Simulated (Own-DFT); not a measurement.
# Point defects and the pressure they add: wurtzite GaN

No measurement is shown. These are fixed-geometry runs of a retired plane-wave code named Own-DFT, which no person has reviewed; spin and spin-orbit coupling are neglected.

Common settings: PBE; PseudoDojo norm-conserving scalar-relativistic files; cutoff 42 hartree; 4 x 4 x 3 k mesh centred on Gamma; Fermi-Dirac smearing of 0.1 eV.

Known weak points (not all hold for every row): not probed for a lower state with spin; forces not confirmed at this smearing and k mesh; stress not checked against mesh or cutoff.

All runs share one cell, with vectors in Å (9.567, 0.000, 0.000); (-4.784, 8.285, 0.000); (0.000, 0.000, 10.370) and a volume of 822.0 Å³. Atoms were moved at random from their sites; u is the rms move along one axis. The defect's site can differ from row to row.

```
               cell  formula   u (Å)  P (GPa)
          no defect  Ga36N36  0.0183     5.87
          no defect  Ga36N36  0.0216     5.91
          no defect  Ga36N36  0.0472     7.20
one Ga on an N site  Ga37N35  0.0284    11.90
one Ga on an N site  Ga37N35  0.0491    13.57
one Ga on an N site  Ga37N35  0.0500    13.42
 one N on a Ga site  Ga35N37  0.0298     5.35
 one N on a Ga site  Ga35N37  0.0305     5.50
 one N on a Ga site  Ga35N37  0.0508     6.68
 one N on a Ga site  Ga35N37  0.0554        ?
```

## Analysis

P = P0 + c u² + a shift for each defect gives P0 = 5.51 GPa, c = 802 ± 60 GPa/Å² and a scatter of 0.15 GPa. The shifts, and each times the cell's volume:

- one Ga on an N site: 5.92 ± 0.13 GPa, 30.4 eV
- one N on a Ga site: -0.85 ± 0.12 GPa, -4.3 eV

Against the defect-free cell, a freed cell would be larger where the shift is positive and smaller where it is negative (160.2 GPa Å³ is 1 eV). The atoms around the defects weren't relaxed, which would change these numbers.

## Check

Q: what pressure belongs in the blank (one N on a Ga site, u = 0.0554 Å)?

The fit gives 7.13 ± 0.19 GPa. The calculation gave 6.85 GPa.
